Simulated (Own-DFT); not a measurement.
Simulation results for SiC (4H silicon carbide, atoms displaced)

All values are calculated (Own-DFT development build). A calculation, not a measurement: plane-wave PBE density functional theory by an unreviewed code, no spin, of a simulated periodic cell, stress positive in tension, free energy of the whole cell less one offset for each atom, forces on such cells passed a denser k mesh, this cell's mesh not checked; offsets are fitted by least squares, one for each functional and potential file, so energies compare only between cells with the same atoms and settings and are not formation energies; the far tail of each file's local potential was reset to the Coulomb form; each entry is a single point on an unrelaxed cell, so the pressure reflects the starting lattice, mostly measured values (interpolated for alloys), from which strain is counted, and rises with the displacements; printed positions are rounded, which can move forces by about a meV/angstrom; the program, named Own-DFT, is a retired in-house code; no spin-orbit coupling.

Common to all runs: functional PBE; potential files PseudoDojo norm-conserving, scalar-relativistic, standard set; wave cutoff 42 hartree; occupations Fermi-Dirac; smearing width 0.1 eV; hardware one NVIDIA H200; k mesh 3 x 3 x 3 centred on Gamma.

```json
{"entry": 1, "formula": "SiC", "kind": "4H silicon carbide, atoms displaced", "structure": {"cell_angstrom": [[12.3308, 0.0, 0.0], [-6.1654, 10.6788, 0.0], [0.0, 0.0, 10.0681]], "atoms_fractional": [["Si", 0.00106, 0.00464, 0.40321], ["Si", 0.07668, 0.16357, 0.15006], ["C", 0.00034, 0.99649, 0.1007], ["C", 0.07798, 0.17342, 0.35282], ["Si", 0.00481, 0.24912, 0.40532], ["Si", 0.08131, 0.42432, 0.15376], ["C", 0.99478, 0.24168, 0.09444], ["C", 0.07848, 0.41385, 0.34019], ["Si", 0.00211, 0.50796, 0.40535], ["Si", 0.08886, 0.66491, 0.15337], ["C", 0.00566, 0.49846, 0.09014], ["C", 0.08483, 0.65834, 0.34499], ["Si", 0.00252, 0.75734, 0.40631], ["Si", 0.07621, 0.92062, 0.16764], ["C", 0.9986, 0.75096, 0.11547], ["C", 0.07817, 0.92282, 0.34338], ["Si", 0.25702, 0.01123, 0.40573], ["Si", 0.32923, 0.16852, 0.16801], ["C", 0.2482, 0.9997, 0.08312], ["C", 0.33752, 0.16325, 0.34306], ["Si", 0.24812, 0.24948, 0.41492], ["Si", 0.3448, 0.4269, 0.14947], ["C", 0.24111, 0.25276, 0.09942], ["C", 0.31907, 0.40623, 0.3451], ["Si", 0.25215, 0.50653, 0.40438], ["Si", 0.33825, 0.66473, 0.15001], ["C", 0.26071, 0.50611, 0.09208], ["C", 0.3372, 0.67656, 0.34648], ["Si", 0.26195, 0.75337, 0.40819], ["Si", 0.34204, 0.92165, 0.16523], ["C", 0.25963, 0.76125, 0.09695], ["C", 0.32979, 0.92309, 0.34604], ["Si", 0.50189, 0.99994, 0.4141], ["Si", 0.58503, 0.16625, 0.15156], ["C", 0.50119, 0.99949, 0.09439], ["C", 0.57624, 0.16083, 0.36068], ["Si", 0.4878, 0.24592, 0.40536], ["Si", 0.58024, 0.4149, 0.15499], ["C", 0.48848, 0.24079, 0.09551], ["C", 0.58219, 0.41282, 0.35232], ["Si", 0.51092, 0.49742, 0.42133], ["Si", 0.59431, 0.66523, 0.15574], ["C", 0.50561, 0.50124, 0.08346], ["C", 0.58388, 0.6738, 0.33172], ["Si", 0.50182, 0.74849, 0.41363], ["Si", 0.57745, 0.91755, 0.15024], ["C", 0.49605, 0.74701, 0.0877], ["C", 0.58375, 0.91423, 0.34807], ["Si", 0.75874, 0.00069, 0.40342], ["Si", 0.84117, 0.16683, 0.15216], ["C", 0.74785, 0.99399, 0.09277], ["C", 0.82685, 0.15798, 0.34237], ["Si", 0.74902, 0.24244, 0.40142], ["Si", 0.84152, 0.42353, 0.16153], ["C", 0.7531, 0.24756, 0.10177], ["C", 0.83344, 0.41922, 0.3451], ["Si", 0.74723, 0.49988, 0.39218], ["Si", 0.83094, 0.66085, 0.14894], ["C", 0.75724, 0.50551, 0.09533], ["C", 0.84421, 0.66777, 0.34221], ["Si", 0.74629, 0.74757, 0.40522], ["Si", 0.82847, 0.91925, 0.15155], ["C", 0.74936, 0.74772, 0.08902], ["C", 0.83202, 0.92079, 0.35157], ["Si", 0.00558, 0.00393, 0.90376], ["Si", 0.92078, 0.83438, 0.64986], ["C", 0.99246, 0.99961, 0.59189], ["C", 0.91793, 0.83299, 0.84533], ["Si", 0.99998, 0.74132, 0.90688], ["Si", 0.91634, 0.57977, 0.65747], ["C", 0.00989, 0.74702, 0.59512], ["C", 0.91509, 0.58951, 0.85679], ["Si", 0.99777, 0.50681, 0.89803], ["Si", 0.90886, 0.32076, 0.6647], ["C", 0.9977, 0.50741, 0.59904], ["C", 0.9176, 0.32868, 0.84856], ["Si", 0.00573, 0.24702, 0.91052], ["Si", 0.90374, 0.07932, 0.65429], ["C", 0.00253, 0.24879, 0.58837], ["C", 0.92006, 0.08905, 0.84202], ["Si", 0.75678, 0.99296, 0.91377], ["Si", 0.66009, 0.83222, 0.64593], ["C", 0.74669, 0.99162, 0.58712], ["C", 0.67093, 0.82801, 0.84326], ["Si", 0.74825, 0.75641, 0.89972], ["Si", 0.66297, 0.58655, 0.66262], ["C", 0.75431, 0.7486, 0.591], ["C", 0.66977, 0.57959, 0.84738], ["Si", 0.74779, 0.50129, 0.90708], ["Si", 0.67112, 0.33359, 0.66004], ["C", 0.74779, 0.49062, 0.58863], ["C", 0.66872, 0.32833, 0.84127], ["Si", 0.75592, 0.2517, 0.91], ["Si", 0.66804, 0.08765, 0.6626], ["C", 0.74344, 0.24615, 0.59584], ["C", 0.65972, 0.08298, 0.84353], ["Si", 0.50215, 0.00428, 0.90009], ["Si", 0.41171, 0.82499, 0.66425], ["C", 0.51174, 0.00842, 0.60552], ["C", 0.4066, 0.83027, 0.85281], ["Si", 0.49889, 0.75081, 0.88927], ["Si", 0.41273, 0.58488, 0.65231], ["C", 0.50028, 0.75738, 0.59412], ["C", 0.42515, 0.58622, 0.84802], ["Si", 0.50048, 0.50541, 0.91011], ["Si", 0.42614, 0.33312, 0.65715], ["C", 0.49447, 0.49233, 0.59558], ["C", 0.41118, 0.33348, 0.84158], ["Si", 0.49656, 0.2527, 0.90672], ["Si", 0.42423, 0.08273, 0.65705], ["C", 0.48453, 0.24113, 0.59544], ["C", 0.42064, 0.0852, 0.84647], ["Si", 0.24975, 0.0011, 0.89489], ["Si", 0.158, 0.83562, 0.6613], ["C", 0.25648, 0.99642, 0.60624], ["C", 0.16758, 0.83182, 0.84382], ["Si", 0.24336, 0.7524, 0.91622], ["Si", 0.15498, 0.579, 0.65323], ["C", 0.25386, 0.75021, 0.59153], ["C", 0.16707, 0.57167, 0.83607], ["Si", 0.24839, 0.4954, 0.89717], ["Si", 0.16247, 0.32679, 0.66113], ["C", 0.255, 0.50709, 0.60894], ["C", 0.16561, 0.32858, 0.83503], ["Si", 0.24644, 0.24658, 0.90609], ["Si", 0.17162, 0.07975, 0.65119], ["C", 0.24507, 0.24916, 0.58436], ["C", 0.16116, 0.08079, 0.85345]]}, "results": {"free_energy_of_cell_above_offsets [eV]": "-3.778", "pressure [GPa]": 6.53, "stress_xx [GPa]": -7.67, "stress_yy [GPa]": -5.89, "stress_zz [GPa]": -6.02, "stress_yz [GPa]": 0.45, "stress_xz [GPa]": -0.11, "stress_xy [GPa]": 0.77, "force_element": ["Si", "Si", "C", "C", "Si", "Si", "C", "C", "Si", "Si", "C", "C", "Si", "Si", "C", "C", "Si", "Si", "C", "C", "Si", "Si", "C", "C", "Si", "Si", "C", "C", "Si", "Si", "C", "C", "Si", "Si", "C", "C", "Si", "Si", "C", "C", "Si", "Si", "C", "C", "Si", "Si", "C", "C", "Si", "Si", "C", "C", "Si", "Si", "C", "C", "Si", "Si", "C", "C", "Si", "Si", "C", "C", "Si", "Si", "C", "C", "Si", "Si", "C", "C", "Si", "Si", "C", "C", "Si", "Si", "C", "C", "Si", "Si", "C", "C", "Si", "Si", "C", "C", "Si", "Si", "C", "C", "Si", "Si", "C", "C", "Si", "Si", "C", "C", "Si", "Si", "C", "C", "Si", "Si", "C", "C", "Si", "Si", "C", "C", "Si", "Si", "C", "C", "Si", "Si", "C", "C", "Si", "Si", "C", "C", "Si", "Si", "C", "C"], "force_x [eV/angstrom]": [-1.665, 0.985, -2.78, 4.651, -4.366, 4.084, 1.105, 0.011, -0.014, -0.751, -2.692, 0.015, 2.173, 3.657, 1.298, 2.291, -0.975, -0.791, -0.103, -3.665, -0.796, -1.687, 2.191, 2.521, -0.234, -1.072, -2.13, 2.647, -4.017, -2.362, -0.486, 1.919, 0.128, -0.648, -0.44, 0.29, 4.214, 0.986, 1.473, -0.49, -3.416, -3.428, 0.268, 1.3, -0.875, 1.95, 2.223, -0.171, -3.909, -2.912, -1.316, 1.606, -1.311, -0.172, -0.337, 0.632, 1.802, 0.164, -0.99, -3.501, 1.407, 2.357, 0.987, 2.629, -1.98, -0.129, 1.94, 0.175, -1.403, -2.449, -4.142, 0.384, 2.554, 0.314, 1.178, -0.002, -1.528, 2.606, -1.813, 0.023, -2.112, 3.029, -1.399, -4.082, 4.343, 1.943, -1.812, -2.326, 1.178, -1.581, -0.889, -0.976, -0.889, 1.5, 1.952, 3.431, -0.808, -1.581, -1.66, 1.55, -0.008, 2.279, 0.66, -2.112, 1.649, -3.938, 0.227, 0.849, 0.714, -0.937, 3.265, -1.334, 0.505, 4.792, -1.236, -1.402, 2.086, 2.87, -1.364, -3.099, 1.387, 0.414, -2.461, 0.219, 0.331, -2.381, 1.698, 2.322], "force_y [eV/angstrom]": [0.446, 0.393, 1.236, -3.096, 1.817, -2.351, 2.841, 1.275, -3.303, 1.328, 1.704, 4.433, -1.294, -1.305, -0.448, 0.315, -3.705, -1.488, 0.222, 1.512, -0.253, -2.344, 0.499, 2.987, -1.093, 1.926, -1.752, -2.366, 0.625, 0.566, -2.398, -0.959, -0.897, -0.406, 1.302, 1.858, 0.845, -0.641, 2.303, -0.184, 0.69, 0.617, -0.055, -2.134, 1.183, -1.897, 0.985, 0.516, -0.386, -1.731, 1.578, 2.011, 1.261, -1.346, 1.324, -1.058, 0.275, 3.124, -3.374, -0.435, 0.66, -1.839, 1.073, -2.193, -2.296, -0.145, 0.047, 0.133, 5.229, 0.932, -0.28, -3.309, -2.238, 1.85, -3.527, 0.945, 0.905, 0.593, -0.209, -1.733, 1.194, 0.151, 1.995, 2.361, -2.998, -1.417, -0.445, 1.476, -1.493, -0.731, 2.274, 1.417, -1.243, -1.033, 0.498, 0.345, -1.74, 2.553, -3.213, 0.633, 0.433, 0.11, -2.588, -0.529, -1.305, -0.59, 2.546, 0.496, -0.692, -0.088, 0.85, 0.392, -0.081, -0.615, 0.923, -0.115, -1.281, 1.892, -0.111, 2.498, 0.516, 1.171, -2.555, 0.049, 0.338, 0.926, -0.351, 1.283], "force_z [eV/angstrom]": [1.29, 2.748, -2.002, -2.998, 0.505, 0.92, -1.099, 0.961, 1.259, 1.689, -1.492, -0.811, -0.227, -2.812, -3.308, 2.351, 1.56, -4.202, 2.732, 0.718, -3.782, 2.059, -1.075, -0.586, 0.716, 1.051, -1.199, -1.418, 0.245, -1.896, 0.467, 1.06, 0.211, 1.959, -1.047, -2.739, 1.922, 0.261, -0.019, -2.344, -3.542, -1.914, 3.238, 3.768, -2.751, 1.658, -0.483, -0.629, 0.611, 1.571, 0.124, -0.504, 1.018, -0.7, -1.177, -0.086, 2.9, 1.995, -0.658, -0.296, -0.71, 2.115, -0.052, -2.562, 0.993, 1.254, 0.108, -0.54, 2.535, 0.266, -1.116, -3.068, 1.172, -1.743, -1.286, 0.113, -0.699, -0.024, 1.51, 0.381, -2.202, 1.873, 1.183, -2.375, 1.635, -1.089, 0.195, -0.489, 0.425, -1.364, 0.479, 1.971, 0.425, -0.709, -0.755, 1.181, 1.817, -0.015, -1.706, -1.666, 3.718, 1.674, 0.456, -2.302, -2.705, 0.652, 1.478, 0.881, -0.04, 1.265, -1.01, -0.819, 2.436, -0.289, -2.236, 0.161, -1.307, 0.3, 0.961, 1.548, 1.318, -3.033, -2.988, 3.348, 0.757, 0.954, 4.588, -3.0], "wall_time [s]": 565.8}}
{"entry": 2, "formula": "SiC", "kind": "4H silicon carbide, atoms displaced", "structure": {"cell_angstrom": [[12.3308, 0.0, 0.0], [-6.1654, 10.6788, 0.0], [0.0, 0.0, 10.0681]], "atoms_fractional": [["Si", 6e-05, 0.99613, 0.41568], ["Si", 0.08091, 0.16908, 0.15343], ["C", 0.99406, 0.00031, 0.09107], ["C", 0.07757, 0.15991, 0.35289], ["Si", 0.99865, 0.25285, 0.41067], ["Si", 0.07915, 0.41277, 0.1612], ["C", 0.99619, 0.24521, 0.09191], ["C", 0.07708, 0.40654, 0.33377], ["Si", 0.99671, 0.4991, 0.40399], ["Si", 0.08853, 0.66776, 0.15447], ["C", 0.99478, 0.49802, 0.09497], ["C", 0.08896, 0.66554, 0.3469], ["Si", 0.00015, 0.7457, 0.40997], ["Si", 0.09248, 0.92074, 0.1455], ["C", 0.00491, 0.74465, 0.09977], ["C", 0.0795, 0.92099, 0.34887], ["Si", 0.24122, 0.99153, 0.41161], ["Si", 0.32522, 0.16251, 0.15745], ["C", 0.25691, 0.00749, 0.0907], ["C", 0.33176, 0.16786, 0.34533], ["Si", 0.25493, 0.25744, 0.3924], ["Si", 0.32542, 0.41504, 0.15433], ["C", 0.24476, 0.24746, 0.09186], ["C", 0.33413, 0.41931, 0.34159], ["Si", 0.2433, 0.49799, 0.40872], ["Si", 0.34339, 0.68342, 0.16292], ["C", 0.25872, 0.50429, 0.09298], ["C", 0.32837, 0.65965, 0.34286], ["Si", 0.25217, 0.75784, 0.41473], ["Si", 0.33682, 0.91921, 0.15364], ["C", 0.24544, 0.75683, 0.09746], ["C", 0.33179, 0.91532, 0.34596], ["Si", 0.49631, 0.9956, 0.40209], ["Si", 0.58252, 0.15658, 0.16242], ["C", 0.50859, 0.0039, 0.08266], ["C", 0.5821, 0.17598, 0.34436], ["Si", 0.50397, 0.25669, 0.40338], ["Si", 0.57687, 0.40601, 0.15917], ["C", 0.48969, 0.24655, 0.09666], ["C", 0.57778, 0.40518, 0.34479], ["Si", 0.50187, 0.49857, 0.40597], ["Si", 0.58491, 0.67444, 0.1581], ["C", 0.49187, 0.49562, 0.08941], ["C", 0.58321, 0.66586, 0.34556], ["Si", 0.50192, 0.75276, 0.39532], ["Si", 0.57491, 0.90627, 0.16501], ["C", 0.49668, 0.75085, 0.09636], ["C", 0.58981, 0.92239, 0.33768], ["Si", 0.74953, 0.00277, 0.404], ["Si", 0.8266, 0.177, 0.15934], ["C", 0.75497, 0.9982, 0.09059], ["C", 0.84812, 0.17865, 0.34914], ["Si", 0.74728, 0.2444, 0.3991], ["Si", 0.83297, 0.41663, 0.15414], ["C", 0.75203, 0.2556, 0.09942], ["C", 0.82803, 0.41445, 0.33378], ["Si", 0.74583, 0.50043, 0.39645], ["Si", 0.83162, 0.66457, 0.1534], ["C", 0.74135, 0.49769, 0.09669], ["C", 0.83174, 0.66885, 0.35037], ["Si", 0.74323, 0.74097, 0.41161], ["Si", 0.83445, 0.9283, 0.15402], ["C", 0.74759, 0.74424, 0.08855], ["C", 0.82569, 0.92294, 0.34402], ["Si", 0.99277, 0.99302, 0.90388], ["Si", 0.91245, 0.83393, 0.66758], ["C", 0.00458, 0.00292, 0.58404], ["C", 0.91399, 0.82947, 0.84705], ["Si", 0.00495, 0.754, 0.89997], ["Si", 0.91483, 0.57544, 0.65374], ["C", 0.00078, 0.7511, 0.59215], ["C", 0.90875, 0.57611, 0.84205], ["Si", 0.99611, 0.50114, 0.90094], ["Si", 0.91545, 0.33979, 0.64883], ["C", 0.00019, 0.50943, 0.59819], ["C", 0.92393, 0.34212, 0.84525], ["Si", 0.00099, 0.25114, 0.90654], ["Si", 0.91353, 0.09118, 0.65952], ["C", 0.99004, 0.24101, 0.59169], ["C", 0.90918, 0.08451, 0.85198], ["Si", 0.75672, 0.00567, 0.90971], ["Si", 0.66626, 0.83434, 0.66149], ["C", 0.75296, 0.00625, 0.59659], ["C", 0.66537, 0.83086, 0.85216], ["Si", 0.75623, 0.7497, 0.90328], ["Si", 0.6661, 0.5787, 0.64803], ["C", 0.74611, 0.74565, 0.59852], ["C", 0.65906, 0.57651, 0.85391], ["Si", 0.74338, 0.48509, 0.90747], ["Si", 0.66885, 0.34056, 0.6609], ["C", 0.75352, 0.50229, 0.59858], ["C", 0.665, 0.33136, 0.84931], ["Si", 0.7596, 0.25054, 0.9137], ["Si", 0.67081, 0.08373, 0.65551], ["C", 0.74643, 0.24699, 0.59524], ["C", 0.6705, 0.07873, 0.83398], ["Si", 0.50501, 0.99463, 0.89799], ["Si", 0.4129, 0.83121, 0.65421], ["C", 0.49836, 0.00257, 0.59937], ["C", 0.41291, 0.83814, 0.84398], ["Si", 0.50506, 0.75245, 0.91127], ["Si", 0.42534, 0.58804, 0.65756], ["C", 0.49085, 0.73872, 0.59625], ["C", 0.41418, 0.58942, 0.84611], ["Si", 0.50258, 0.4984, 0.91432], ["Si", 0.40858, 0.32104, 0.66811], ["C", 0.50731, 0.49934, 0.60338], ["C", 0.41849, 0.33687, 0.83686], ["Si", 0.507, 0.25927, 0.90146], ["Si", 0.41784, 0.08815, 0.66673], ["C", 0.49149, 0.25256, 0.59391], ["C", 0.41752, 0.09016, 0.84031], ["Si", 0.25802, 0.99684, 0.91238], ["Si", 0.16443, 0.84104, 0.65779], ["C", 0.25367, 0.01026, 0.59169], ["C", 0.17186, 0.84571, 0.85025], ["Si", 0.24857, 0.74325, 0.91207], ["Si", 0.15721, 0.57992, 0.66214], ["C", 0.25405, 0.74688, 0.58743], ["C", 0.15998, 0.57296, 0.84596], ["Si", 0.25014, 0.50052, 0.90785], ["Si", 0.17087, 0.33904, 0.65792], ["C", 0.23959, 0.49937, 0.59991], ["C", 0.16049, 0.32828, 0.83354], ["Si", 0.25179, 0.25101, 0.90036], ["Si", 0.16729, 0.07987, 0.65927], ["C", 0.25501, 0.2485, 0.58796], ["C", 0.16334, 0.09002, 0.85554]]}, "results": {"free_energy_of_cell_above_offsets [eV]": "-5.587", "pressure [GPa]": 6.26, "stress_xx [GPa]": -5.65, "stress_yy [GPa]": -5.73, "stress_zz [GPa]": -7.4, "stress_yz [GPa]": -0.03, "stress_xz [GPa]": 0.33, "stress_xy [GPa]": -0.73, "force_element": ["Si", "Si", "C", "C", "Si", "Si", "C", "C", "Si", "Si", "C", "C", "Si", "Si", "C", "C", "Si", "Si", "C", "C", "Si", "Si", "C", "C", "Si", "Si", "C", "C", "Si", "Si", "C", "C", "Si", "Si", "C", "C", "Si", "Si", "C", "C", "Si", "Si", "C", "C", "Si", "Si", "C", "C", "Si", "Si", "C", "C", "Si", "Si", "C", "C", "Si", "Si", "C", "C", "Si", "Si", "C", "C", "Si", "Si", "C", "C", "Si", "Si", "C", "C", "Si", "Si", "C", "C", "Si", "Si", "C", "C", "Si", "Si", "C", "C", "Si", "Si", "C", "C", "Si", "Si", "C", "C", "Si", "Si", "C", "C", "Si", "Si", "C", "C", "Si", "Si", "C", "C", "Si", "Si", "C", "C", "Si", "Si", "C", "C", "Si", "Si", "C", "C", "Si", "Si", "C", "C", "Si", "Si", "C", "C", "Si", "Si", "C", "C"], "force_x [eV/angstrom]": [-2.436, 0.206, 2.083, 0.328, 3.293, 0.651, -1.138, -0.195, 0.302, -1.25, 1.4, -1.057, -0.486, -2.543, -1.959, 2.136, 0.128, 0.463, 0.492, 0.903, -0.847, 2.046, -0.012, -0.381, 0.709, -2.167, -3.295, 0.014, 0.787, -0.395, 3.068, -0.091, -0.252, -2.048, -0.502, 2.075, -2.287, -1.232, 2.077, -0.45, -0.911, 1.259, 0.756, -0.177, -0.481, 1.641, 1.163, -1.814, 0.918, 4.741, -4.591, -4.679, -0.069, -1.231, -1.716, 0.555, 1.035, 0.031, 1.728, 0.65, -0.062, 2.309, -0.2, 2.777, 0.001, 0.857, -1.338, 1.119, -0.176, -2.619, -0.522, 0.456, 0.377, 0.658, 1.708, -0.644, -0.11, 1.819, 0.41, 3.125, -2.267, -0.599, -0.218, 1.251, -2.818, 0.343, 0.103, 2.66, -1.361, -0.486, -0.184, 2.243, -1.432, -1.59, -0.444, -0.558, -1.211, 0.88, 0.853, 1.122, -1.62, -1.036, 0.707, 1.32, -2.157, -0.528, -2.696, -0.09, -2.065, 0.06, 3.427, 1.348, -1.859, 1.596, 1.176, 0.568, -0.699, 2.025, -2.306, -0.483, 0.446, 0.012, 1.646, 1.124, -0.901, -1.683, -2.028, 1.514], "force_y [eV/angstrom]": [0.911, -1.466, -0.166, 1.979, -0.911, 0.613, 1.536, 2.368, -0.245, -1.825, 0.702, 0.283, 1.118, -0.87, 1.455, -2.438, 2.841, 2.017, -1.971, -0.984, -2.422, -0.013, 0.667, 0.916, -0.536, -4.044, 0.724, 2.612, -2.528, 1.085, -0.402, 0.663, 1.986, 2.761, -2.021, -3.319, -3.96, 1.513, -0.674, 5.08, -0.579, -2.585, 0.391, -0.304, -1.433, 3.386, 0.44, -0.749, 1.565, -2.678, 2.032, -3.126, 1.778, 1.604, -1.072, 0.42, -0.728, 0.462, -0.737, -0.781, 3.222, -3.332, 1.982, -2.084, 2.599, 0.121, -0.825, 0.824, -1.826, 3.352, -0.501, 1.614, 0.183, -1.655, -3.051, -2.237, 0.218, -2.524, 4.593, 0.553, -2.433, -0.486, -2.212, 1.217, -2.321, 0.916, 1.033, 1.093, 4.215, -2.248, -0.681, -1.399, -0.539, 0.11, 1.628, 1.202, 2.844, 0.3, -0.632, -2.614, -0.426, -3.185, 4.746, -0.785, 0.439, 2.716, -1.364, -0.362, -2.411, 0.009, -0.498, -0.586, 3.858, -0.35, -2.295, -3.981, 0.986, 1.552, 0.366, 2.52, -0.97, -2.473, 0.552, 1.163, 0.931, 1.998, 0.513, -3.225], "force_z [eV/angstrom]": [-4.039, 1.343, -0.14, -1.785, 0.114, -3.818, 0.161, 4.092, -0.455, 1.691, -0.709, -0.37, -1.114, 2.073, -1.834, -1.768, -1.153, 0.613, 0.903, -0.713, 2.702, 0.089, -0.183, 0.32, -0.079, -0.848, 0.202, 0.694, -2.518, 0.32, -0.915, -0.93, 1.933, -1.522, 1.988, -0.175, 2.477, -0.841, -1.237, -0.93, 0.864, -0.89, 3.078, -0.524, 2.792, -4.104, -0.114, 2.419, 1.288, 0.417, 0.813, -1.984, 1.823, -0.13, -1.349, 2.588, 1.47, 0.707, -0.258, -1.383, -0.418, 1.776, 1.021, 0.145, 1.138, -3.693, 6.396, -0.225, 1.769, 1.369, 1.888, -0.013, 2.162, 1.286, -2.566, -0.838, -0.028, 0.428, 0.462, -2.419, -0.057, -0.37, -1.275, -0.966, 1.26, 3.505, 0.055, -2.205, 1.08, -1.012, -2.233, -1.081, -1.879, -0.679, -0.847, 2.938, 0.075, 0.458, -1.324, 0.017, -1.061, 1.078, -1.953, 0.088, -2.021, -4.452, -2.321, 4.163, 2.0, -3.618, 0.052, 2.712, -0.98, -0.37, 1.317, -1.75, -1.135, -0.751, 3.475, 0.398, -0.244, -2.236, -1.415, 3.056, 1.18, 0.011, 0.676, -2.164], "wall_time [s]": 534.6}}
```
